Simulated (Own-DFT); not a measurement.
# Misfit strain and the stress it brings: wurtzite GaN, 72 atoms (Ga36N36)

Calculated, not measured: single-point runs of Own-DFT, a retired in-house plane-wave DFT program that no person has reviewed, on unrelaxed cells, without spin or spin-orbit coupling.

All runs used: PBE; PseudoDojo norm-conserving scalar-relativistic files; cutoff 42 hartree; 4 x 4 x 3 k mesh centred on Gamma; Fermi-Dirac smearing of 0.1 eV.

Known weak points: forces not confirmed at this smearing and k mesh; stress not checked against mesh or cutoff.

Unstrained cell vectors in Å: (9.567, 0.000, 0.000); (-4.783, 8.285, 0.000); (0.000, 0.000, 10.370). The unstrained cell has measured lattice constants (interpolated for alloys), not those of this functional. That, the random moves and any unrelaxed bonds set the pressure at no strain. Each run strains x and y alike by e, as a substrate would, and holds the height along z. Each atom got a random Gaussian move of width 0.05 Å along each axis. Stress is positive in tension.

| e (%) | u (Å) | (s_xx + s_yy)/2 (GPa) | s_zz (GPa) |
|---|---|---|---|
| -2.50 | 0.050 | -22.74 | -12.03 |
| -1.00 | 0.049 | -12.27 | -10.89 |
| -0.75 | 0.049 | -12.08 | -7.92 |
| -0.50 | 0.051 | -10.19 | -8.52 |
| 1.00 | 0.051 | -2.50 | -5.46 |
| 2.00 | 0.052 | 1.90 | -4.62 |
| 2.25 | 0.052 | 3.12 | -4.90 |
| 2.50 | 0.046 | 4.53 | -3.91 |
| 2.75 | 0.053 | ? | ? |
| 3.00 | 0.047 | 6.35 | -3.72 |

## Worked fit

With e as a fraction, the in-plane stress is -7.5 + 536 e - 2673 e² GPa (errors 9 and 556, scatter 0.43), and s_zz is -7.9 + 156 e GPa (slope ± 15, scatter 0.82). At e = 0 the first slope is C11 + C12 and the second 2 C13, both with the ions held to the strained lattice and at the cell's own pressure. The term in e² is negative: the layer stiffens under compression and softens under tension. A free layer would change its height as e changes, and the in-plane slope would drop by 2 C13²/C33 to the biaxial modulus. At fixed height, a misfit of 1 % moves the in-plane stress by about 5.4 GPa and s_zz by 1.6 GPa.

## The run left out

Q: what are the two stresses at e = 2.75 %?

The fit gives 5.3 and -3.6 GPa. The run itself gave 4.32 and -1.83 GPa.
